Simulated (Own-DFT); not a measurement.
Hf$_{36}$O$_{71}$ (tetragonal hafnia with one neutral oxygen vacancy, atoms displaced) (calculated)

A calculation, not a measurement: plane-wave PBE and HSE06 DFT by an unreviewed code, no spin, of a simulated cell at Gamma alone, so results move with cell size and shape, stress positive in tension, energies less offsets, not probed for a lower state with spin; hafnium file: forces about 75 meV/angstrom off all-electron values; oxygen file: force components 24 meV/angstrom off all-electron in a glass; k mesh not checked against a denser one; forces and stress are PBE's, HSE06 gives the energy alone, and its difference from PBE has offsets of its own; offsets are fitted by least squares, one for each functional and potential file, so energies compare only between cells with the same atoms and settings and are not formation energies; the far tail of each file's local potential was reset to the Coulomb form; each entry is a single point on an unrelaxed cell, so the pressure reflects the starting lattice, taken from the Materials Project, from which strain is counted, and rises with the displacements; printed positions are rounded, which can move forces by about a meV/angstrom; the program is a retired in-house code; no spin-orbit coupling. Program: Own-DFT development build.

Common to all runs: first functional PBE; second functional HSE06; exact exchange share 0.25; screening 0.11 1/bohr; exchange divergence Gygi-Baldereschi; potential files PseudoDojo norm-conserving, scalar-relativistic, made for PBE, standard set; wave cutoff 48 hartree; occupations fixed; k mesh 1 x 1 x 1 centred on Gamma.

(1) 
```xyz
107
Lattice="10.7800 0.0000 0.0000 0.0000 10.7800 0.0000 0.0000 0.0000 10.4493" Properties=species:S:1:pos:R:3:force_x:R:1:force_y:R:1:force_z:R:1 formula=Hf36O71 PBE_energy_of_cell_above_offsets=-97.177 HSE06_less_PBE_above_offsets=0.035 PBE_pressure=2.38 PBE_stress_xx=-0.92 PBE_stress_yy=-3.33 PBE_stress_zz=-2.88 PBE_stress_yz=-0.52 PBE_stress_xz=-0.11 PBE_stress_xy=0
Hf     0.0533     0.0448    10.3963      0.525     -0.221       1.92
Hf     1.8377     1.8525     2.6214      -0.82     -1.948      0.484
O     10.7760     1.8588     1.6252      0.243     -0.228     -0.474
O      1.7631    10.7559     3.6187      0.336      0.697      0.249
O      0.0068     1.8397     4.2394     -0.123     -0.342       0.35
O      1.7952    10.7776     1.1142     -0.085       0.34      -1.54
Hf    10.7717    10.7474     5.2813      0.977      0.851     -0.485
Hf     1.7778     1.8093     7.7925      0.226     -0.912      0.649
O      0.0566     1.6669     6.8636      -1.49      0.376     -0.354
O      1.8315    10.7095     8.8864     -0.366      1.334     -0.114
O      0.1236     1.8218     9.3885     -0.544     -0.441      0.398
O      1.8076    10.7228     6.2545      0.441      0.048     -0.149
Hf    10.7504     3.5755    10.3891     -0.771      0.683      0.866
Hf     1.7536     5.3772     2.5323      1.844      1.098      1.293
O      0.0764     5.4280     1.5322     -1.027     -0.117     -0.321
O      1.8827     3.5914     3.6462     -0.367      0.686      0.237
O      0.0492     5.4353     4.1357      0.297     -1.373      0.598
O      1.8195     3.5794     1.0430     -1.464      0.245      0.339
Hf     0.0450     3.6383     5.2363     -0.914     -0.446     -0.574
Hf     1.8349     5.4390     7.8210      0.788     -0.828     -0.136
O      0.0228     5.4142     6.8260     -0.282     -0.175     -0.611
O      1.8007     3.5613     8.7669      0.175      1.293      1.134
O      0.0459     5.3996     9.4332     -0.221     -0.219     -0.236
O      1.7657     3.5930     6.3154      0.197     -0.226     -0.915
Hf     0.0362     7.2163    10.4168     -0.779     -0.429      1.233
Hf     1.8314     8.9640     2.5803     -0.573      0.412      0.764
O     10.7510     9.0877     1.6538      1.542     -0.623     -1.381
O      1.8305     7.1850     3.7072     -0.427      0.051     -0.969
O      0.0013     9.0318     4.1697     -0.469     -0.646      1.034
O      1.8261     7.2304     1.0595     -0.928       -0.1     -0.396
Hf     0.0552     7.1764     5.1959     -0.854      0.803     -0.934
Hf     1.7972     8.9289     7.8696      0.631      1.018     -0.453
O      0.0283     8.9389     6.8628     -0.065      0.065     -0.437
O      1.7488     7.1846     8.8909      -0.06      0.244      -0.11
O     10.7518     9.0483     9.4628     -0.162     -0.418     -0.322
O      1.8120     7.1787     6.2227     -0.329      -0.21      0.926
Hf     3.5835     0.0176    10.4343      0.621      0.241       1.16
Hf     5.3603     1.8221     2.6283      0.634     -1.799     -1.024
O      3.6117     1.8001     1.5996     -0.799      0.375     -0.442
O      5.4504    10.7495     3.5604      0.075       1.01       0.95
O      3.5738     1.7583     4.1970      0.084     -0.145      0.453
O      5.4088     0.0231     1.0163     -0.705     -0.635     -0.257
Hf     3.6262    10.7136     5.2149     -1.078      0.111     -0.739
Hf     5.3578     1.8080     7.8387      0.206      0.692      1.035
O      3.5927     1.8233     6.8241      0.508     -0.319     -0.273
O      5.4242     0.0028     8.9702     -0.565      0.186     -2.224
O      3.6106     1.8741     9.4700     -0.116     -2.061     -1.033
O      5.4374    10.6902     6.1391     -1.367      0.106       1.46
Hf     3.4949     3.4924     0.0603       3.01      2.311     -0.583
Hf     5.3196     5.3611     2.6690      1.426      0.874     -1.682
O      3.6620     5.4815     1.5665     -2.461     -0.556      0.115
O      5.3356     3.5495     3.5034      0.412      0.566      2.601
O      3.6118     5.4338     4.2298      0.073      -1.72     -0.249
O      5.3599     3.6666     1.0014     -0.296     -0.517     -0.411
Hf     3.5658     3.5389     5.2623      0.346      1.439     -0.424
Hf     5.4101     5.4068     7.8730      -0.52      -0.09     -0.582
O      3.6153     5.3816     6.7349     -0.614     -0.103      1.387
O      5.3348     3.6734     8.8721      0.495     -1.936      -0.57
O      3.6100     5.4603     9.4155     -0.874     -2.245     -1.035
O      5.3824     3.6420     6.2644      0.384     -0.802     -0.825
Hf     3.6129     7.0895    10.4190      0.636      2.041      1.752
Hf     5.3679     9.0111     2.4950      1.218     -1.069      0.559
O      3.5838     8.9473     1.6533     -0.198      0.657     -0.946
O      5.3633     7.1032     3.5963      0.367      2.074       0.55
O      3.6330     8.9839     4.1619     -0.031      0.576      0.246
O      5.3321     7.1750     0.9720      1.398      0.411          0
Hf     3.5869     7.2337     5.1741      0.271     -1.029     -0.144
Hf     5.3917     8.9420     7.8480      0.631      0.354        0.3
O      3.5540     8.9086     6.7751      0.783      0.519      0.997
O      5.3970     7.2083     8.9172     -0.181      0.322     -1.258
O      3.5499     9.0662     9.5447      0.253     -2.122     -1.509
O      5.3546     7.1706     6.2003      0.809      0.776      0.697
Hf     7.2434    10.7768    10.4347     -1.562     -1.823      1.742
Hf     8.9820     1.7018     2.6589     -0.317      2.858     -1.696
O      7.0740     1.7957     1.5662       1.95      0.353      1.397
O      8.9405     0.0565     3.6067     -0.124     -0.671      2.238
O      8.9730    10.7641     1.1218      0.717      0.745     -1.272
Hf     7.1597    10.7595     5.2051      0.926      0.046     -0.752
Hf     8.9449     1.7243     7.8998      0.064      3.116     -2.267
O      7.1404     1.7494     6.8457      0.081      0.044      0.075
O      8.9515     0.0976     8.7975      0.653      -3.16      2.046
O      7.2259     1.7300     9.5792     -0.065      1.877     -2.129
O      8.9786    10.7361     6.2748      0.021      0.151     -0.555
Hf     7.2006     3.5595     0.0338     -0.407      0.967      0.975
Hf     9.0475     5.2928     2.6164     -1.478      3.401     -1.579
O      7.2152     5.4232     1.5467     -0.215     -0.239       0.57
O      9.0512     3.6447     3.5148     -0.369     -2.806      2.652
O      7.2087     5.4087     4.1869     -0.134     -1.221      0.471
O      8.9961     3.6394     1.1041      0.319     -0.309     -1.718
Hf     7.1808     3.5884     5.2029     -0.129      0.416      0.021
Hf     8.9943     5.4640     7.7412     -1.051     -0.817      0.706
O      7.1340     5.4026     6.7761      1.281       0.12      0.503
O      8.9221     3.5711     8.9175        0.8      0.089     -0.557
O      7.1690     5.3448     9.4286      0.292      0.322     -0.927
O      8.9584     3.5133     6.2255      0.697      0.579     -0.352
Hf     7.2683     7.0906    10.4299     -1.863      0.916      1.286
Hf     9.0554     9.1196     2.6065     -2.115     -3.183      0.124
O      7.1777     8.9579     1.6321      0.527      0.339     -0.533
O      9.0147     7.1430     3.5868      0.321      0.801      0.135
O      7.2191     8.9942     4.1446     -0.055     -0.042      1.168
O      8.9358     7.2423     0.9726      2.519     -0.027     -0.344
Hf     7.1470     7.2244     5.1812       0.38      -0.33     -0.869
Hf     9.0215     8.9533     7.8168     -0.957      0.645      0.093
O      7.2514     8.9881     6.8203     -1.286     -0.392      0.124
O      9.0239     7.2050     8.8356      0.065     -0.816     -0.132
O      7.2233     9.0008     9.4432      0.325     -0.525      -0.59
O      8.9841     7.1861     6.2196      0.255     -0.264      0.328
```

Units: PBE_energy_of_cell_above_offsets, HSE06_less_PBE_above_offsets in eV; PBE_pressure, PBE_stress_xx, PBE_stress_yy, PBE_stress_zz, PBE_stress_yz, PBE_stress_xz, PBE_stress_xy in GPa; force_x, force_y, force_z in eV/Å.

(2) 
```xyz
107
Lattice="10.7800 0.0000 0.0000 0.0000 10.7800 0.0000 0.0000 0.0000 10.4493" Properties=species:S:1:pos:R:3:force_x:R:1:force_y:R:1:force_z:R:1 formula=Hf36O71 PBE_energy_of_cell_above_offsets=-97.166 HSE06_less_PBE_above_offsets=0.056 PBE_pressure=2.26 PBE_stress_xx=-2.22 PBE_stress_yy=-1.85 PBE_stress_zz=-2.71 PBE_stress_yz=0.26 PBE_stress_xz=0.17 PBE_stress_xy=-0.04
Hf    10.6957    10.7626    10.4477      3.068     -0.527     -1.094
Hf     1.7986     1.8189     2.4863     -0.493     -1.705      3.182
O      0.0400     1.8162     1.6344     -1.004     -0.219     -1.448
O      1.7823    10.7146     3.5760     -0.131       2.33      0.896
O      0.0100     1.8397     4.2613     -0.268     -0.639     -0.906
O      1.9406    10.7411     1.1165     -2.407      0.682      -1.63
Hf     0.0131    10.7448     5.1846     -1.219      0.344      0.365
Hf     1.8103     1.8721     7.8641     -0.283      -0.87     -0.942
O     10.7684     1.7790     6.7871      0.967       0.31      0.498
O      1.8580    10.7481     8.8814     -0.535      1.993      0.155
O     10.7323     1.8129     9.4208      0.606     -0.736      0.517
O      1.7742    10.7227     6.1970      0.739     -0.028      0.376
Hf     0.1351     3.6422    10.4315     -3.356     -0.476     -1.472
Hf     1.7972     5.3753     2.6089      1.301      1.292      0.291
O      0.0772     5.3995     1.6225     -1.669     -0.015     -0.676
O      1.8415     3.5520     3.5219     -0.153      0.975      0.352
O      0.0634     5.4220     4.1810     -0.945      -1.32     -0.232
O      1.7920     3.6733     0.9352      1.306      -0.45        1.2
Hf    10.6914     3.5670     5.2022      1.642      0.768      1.418
Hf     1.8681     5.4343     7.8150     -2.526      0.886     -0.306
O      0.1094     5.4729     6.7828     -2.353      -0.78      0.351
O      1.7960     3.6280     8.8196      0.281     -0.551      0.719
O      0.0445     5.3135     9.3779     -0.435       1.45      0.916
O      1.7879     3.6474     6.2341      -0.04     -0.798     -0.547
Hf    10.6973     7.1254     0.0186      2.352      0.248     -0.874
Hf     1.7650     8.9602     2.5835      1.679      0.469      -0.19
O      0.0618     9.0115     1.5919     -1.604      0.142     -1.273
O      1.6763     7.2798     3.6369      0.608     -2.424        0.5
O     10.7710     9.0025     4.1514      -0.42      0.252      0.631
O      1.8196     7.1981     1.0607     -0.543     -0.365     -0.768
Hf     0.0079     7.2283     5.1644      0.384     -0.395      1.036
Hf     1.8089     9.0801     7.8634      0.319     -1.827     -0.386
O     10.7668     9.0421     6.9108     -0.103     -0.131     -1.015
O      1.7268     7.1915     8.8857      0.833      0.267     -0.058
O     10.7683     8.9514     9.4133      -0.25      0.832      1.213
O      1.7437     7.1091     6.2797      1.337       1.13     -1.074
Hf     3.6222     0.0837     0.0380     -0.715     -1.872     -0.582
Hf     5.3914     1.8268     2.5011     -0.476     -0.377      1.682
O      3.4890     1.7894     1.6167      3.109      0.556     -1.463
O      5.4094    10.7734     3.6049     -0.298      1.308      0.721
O      3.5844     1.8601     4.2510      0.222     -0.901     -0.443
O      5.3962     0.0125     1.0086      0.691      0.435      0.002
Hf     3.5365     0.0266     5.1545     -0.529     -0.196     -0.053
Hf     5.3611     1.7149     7.8235      0.648      2.413     -0.208
O      3.6038     1.7630     6.8081      -0.86     -0.071      0.357
O      5.3361     0.0816     8.8209      0.327     -1.806        0.9
O      3.5748     1.8287     9.4249      0.191      0.673      0.061
O      5.3208    10.7100     6.2768      0.383      0.383     -0.128
Hf     3.5844     3.6530    10.4230      1.053     -0.071      0.041
Hf     5.4432     5.3289     2.6443     -1.594      2.603     -0.699
O      3.6147     5.3960     1.5235     -0.223     -0.735      0.555
O      5.3357     3.6364     3.6236      0.566     -1.408      0.432
O      3.6289     5.4038     4.1678     -0.631      0.224      0.128
O      5.3845     3.5597     1.0370     -0.002     -0.388      -0.63
Hf     3.6010     3.6485     5.2162     -0.741     -0.619      0.228
Hf     5.3504     5.3802     7.9083      0.354     -0.305     -1.238
O      3.5458     5.4085     6.8092      2.307     -0.224     -0.503
O      3.6227     5.3936     9.3995      0.242     -0.437     -0.543
O      5.3779     3.5216     6.2503       0.54      0.493      0.057
Hf     3.5712     7.1693    10.3877     -0.615      1.612      1.111
Hf     5.3444     9.0270     2.6505     -0.125      -1.26     -0.472
O      3.5833     8.9924     1.6225      0.727      -0.05     -0.386
O      5.3469     7.2491     3.6202      -0.11     -1.109       0.13
O      3.4789     8.9892     4.1614        0.9     -0.084       1.06
O      5.2893     7.1646     1.0477      1.853      0.336     -1.151
Hf     3.5773     7.1681     5.1966      0.243      1.085      0.644
Hf     5.4038     9.0455     7.8620     -0.396     -0.817     -0.265
O      3.6742     8.9368     6.8913     -1.519     -0.113     -0.931
O      5.3213     7.1708     8.8089      0.667      0.002      0.707
O      3.6270     9.0330     9.3925      0.208      -0.33      0.938
O      5.4111     7.1626     6.2285     -0.352     -0.189     -0.298
Hf     7.2897    10.7584     0.0639     -1.614      0.723     -1.059
Hf     9.0270     1.8282     2.5712     -0.778     -1.258       1.33
O      7.1728     1.7533     1.6583       1.34      -0.21     -1.525
O      8.9752     0.0229     3.6060      0.338      0.182     -0.598
O      7.2196     1.8443     4.1195     -0.818     -0.292      1.313
O      9.0518    10.7186     1.0476     -1.103      0.587      0.053
Hf     7.0685     0.0046     5.3212      2.496       -0.5      -1.69
Hf     8.9958     1.7895     7.7803      0.486      0.273      0.904
O      7.2653     1.7297     6.8021     -2.431      0.177      -0.61
O      8.9153    10.7330     8.8519       0.16       0.58      1.376
O      7.1438     1.7759     9.3952     -0.026      0.395       1.18
O      8.9597     0.0269     6.2674      0.162     -0.194     -0.791
Hf     7.2025     3.6581    10.4338      0.648     -1.321     -0.475
Hf     9.0428     5.3183     2.6827     -0.323      1.717     -1.363
O      7.1321     5.3912     1.6021      1.532     -0.127     -0.444
O      8.9348     3.5599     3.5970      0.509      0.744      1.169
O      7.1683     5.4519     4.1875      0.383     -1.702     -0.265
O      9.0080     3.6605     1.0200      0.251      -0.19      0.251
Hf     7.1593     3.5722     5.2007     -0.122     -0.207      0.468
Hf     8.9389     5.4480     7.7813      1.935     -1.287      0.165
O      7.2029     5.3998     6.8168     -1.094     -0.273     -0.158
O      9.0004     3.5971     8.8439     -0.456       0.03     -0.378
O      7.2423     5.3279     9.3730     -0.833      1.815      0.342
O      8.9668     3.5659     6.2907     -0.241      0.402     -1.065
Hf     7.1248     7.2316     0.0174     -0.684     -1.106      1.103
Hf     9.0127     8.9927     2.5245      0.145      0.143      2.194
O      7.2047     8.9730     1.6275     -0.717      0.204     -1.156
O      9.0490     7.2355     3.5319      -0.04     -1.388      0.714
O      7.1744     8.9390     4.2008      0.034      0.823      0.753
O      8.9886     7.2389     1.0347     -0.913     -0.325     -0.723
Hf     7.1969     7.1532     5.2292     -0.618      1.773      0.253
Hf     8.9715     8.9345     7.9104      1.136      1.088     -1.851
O      7.2641     8.9370     6.8434     -1.479       0.57      0.038
O      9.0509     7.2062     8.8411     -0.505     -1.354      1.177
O      7.1103     8.9387     9.4464      0.179      0.872      0.286
O      8.9800     7.1700     6.2531      0.331     -0.255      -0.41
```

Units: PBE_energy_of_cell_above_offsets, HSE06_less_PBE_above_offsets in eV; PBE_pressure, PBE_stress_xx, PBE_stress_yy, PBE_stress_zz, PBE_stress_yz, PBE_stress_xz, PBE_stress_xy in GPa; force_x, force_y, force_z in eV/Å.
